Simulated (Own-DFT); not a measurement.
# Biaxial strain at fixed height in wurtzite GaN, 72 atoms (Ga36N36)

The numbers are computed, not measured, by runs of the plane-wave DFT program Own-DFT (in-house, retired, unreviewed) at fixed positions, with no spin and no spin-orbit coupling.

Common settings: PBE; PseudoDojo norm-conserving scalar-relativistic files; cutoff 42 hartree; 4 x 4 x 3 k mesh centred on Gamma; Fermi-Dirac smearing of 0.1 eV.

Keep in mind: forces not confirmed at this smearing and k mesh; stress not checked against mesh or cutoff.

Unstrained cell vectors in Å: (9.567, 0.000, 0.000); (-4.783, 8.285, 0.000); (0.000, 0.000, 10.370). The unstrained cell has measured lattice constants (interpolated for alloys), not those of this functional. That, the random moves and any unrelaxed bonds set the pressure at no strain. Each run strains x and y alike by e, as a substrate would, and holds the height along z. Each atom got a random Gaussian move of width 0.05 Å along each axis. Stress is positive in tension.

| e (%) | u (Å) | (s_xx + s_yy)/2 (GPa) | s_zz (GPa) |
|---|---|---|---|
| -2.50 | 0.053 | -23.85 | -11.16 |
| -2.25 | 0.047 | -22.02 | -9.65 |
| -1.00 | 0.050 | ? | ? |
| -0.50 | 0.053 | -9.87 | -9.35 |
| 0.25 | 0.049 | -5.82 | -7.61 |
| 1.00 | 0.047 | -2.80 | -4.39 |
| 1.50 | 0.047 | 0.18 | -5.36 |
| 2.00 | 0.050 | 1.99 | -4.76 |
| 2.50 | 0.049 | 4.67 | -5.05 |
| 2.75 | 0.051 | 4.87 | -3.63 |

## Fit

With e as a fraction, the in-plane stress is -7.4 + 559 e - 3920 e² GPa (errors 7 and 500, scatter 0.40), and s_zz is -7.5 + 132 e GPa (slope ± 17, scatter 0.96). At e = 0 the first slope is C11 + C12 and the second 2 C13, both with the ions held to the strained lattice and at the cell's own pressure. The term in e² is negative: the layer stiffens under compression and softens under tension. A free layer would change its height as e changes, and the in-plane slope would drop by 2 C13²/C33 to the biaxial modulus. At fixed height, a misfit of 1 % moves the in-plane stress by about 5.6 GPa and s_zz by 1.3 GPa.

## Prediction

Question: what are the two stresses at e = -1.00 %?

From the fit: -13.4 and -8.8 GPa. DFT gave -13.43 and -9.34 GPa.
